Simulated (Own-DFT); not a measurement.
# What random displacements cost in monoclinic HfO2, 96 atoms (Hf32O64)

These are calculations, not measurements. The program, named Own-DFT, is a retired in-house plane-wave density functional code that no person has reviewed. Each row is one single-point run on a periodic cell that was not relaxed, without spin or spin-orbit coupling.

Settings of every run: PBE; PseudoDojo norm-conserving scalar-relativistic files; cutoff 72 hartree; 2 x 2 x 2 k mesh centred on Gamma; Fermi-Dirac smearing of 0.1 eV.

Known limits, some of them of some rows only: some atoms lie very close together; hafnium file: forces about 75 meV/angstrom off all-electron values; oxygen file: force components 24 meV/angstrom off all-electron in a glass; forces on such cells passed a denser k mesh, each cell not checked; stress not checked against mesh or cutoff.

Cell vectors in Å: (10.234, 0.000, 0.000); (0.000, 10.350, 0.000); (-1.696, 0.000, 10.445). In each run every atom was moved at random and independently from its ideal site; u is the rms move along one axis. E is the free energy for each atom above the fitted value at u = 0, and F the rms of the force components.

| run | u (Å) | E (meV/atom) | F (eV/Å) | largest force (eV/Å) | P (GPa) |
|---|---|---|---|---|---|
| 1 | 0.0184 | 9.1 | 0.403 | 1.49 | 3.89 |
| 2 | 0.0195 | 9.6 | 0.403 | 1.60 | 3.89 |
| 3 | 0.0200 | 12.1 | 0.491 | 2.18 | 4.05 |
| 4 | 0.0488 | 65.9 | 1.159 | 5.67 | 5.87 |
| 5 | 0.0496 | 65.8 | 1.121 | 5.64 | 5.12 |
| 6 | 0.0498 | 62.4 | 1.082 | 4.11 | 6.20 |
| 7 | 0.0720 | ? | ? | ? | ? |
| 8 | 0.0820 | 191.6 | 2.086 | 7.76 | 9.75 |
| 9 | 0.1158 | 387.1 | 3.232 | 14.56 | 16.28 |
| 10 | 0.1561 | 677.9 | 4.530 | 17.09 | 27.88 |

## Worked fit

For small independent moves the energy grows as E = (3/2) K u², with K the mean stiffness felt by one atom. The runs with u up to 0.11 Å give K = 18.1 ± 0.5 eV/Å², with residuals divided by u² + 0.0006 Å², since the noise grows with the moves. The scatter is 3.6 meV/atom at u = 0.05 Å. The forces follow F = G u with G = 23.0 eV/Å²; no force at u = 0 is resolved. G exceeds K because the moves of its neighbours add to the force on an atom, and stiffness differs between atoms. At u = 0.156 Å the parabola gives 662 meV/atom and the run 678. The pressure follows P = 3.56 + 911 u² GPa: at fixed volume, shortened bonds push harder than stretched ones pull.

## Withheld run

Question: what energy and rms force should run 7 give?

The fit gives 141 ± 8 meV/atom and about 1.66 eV/Å. The calculation gave 144.2 meV/atom and 1.761 eV/Å.
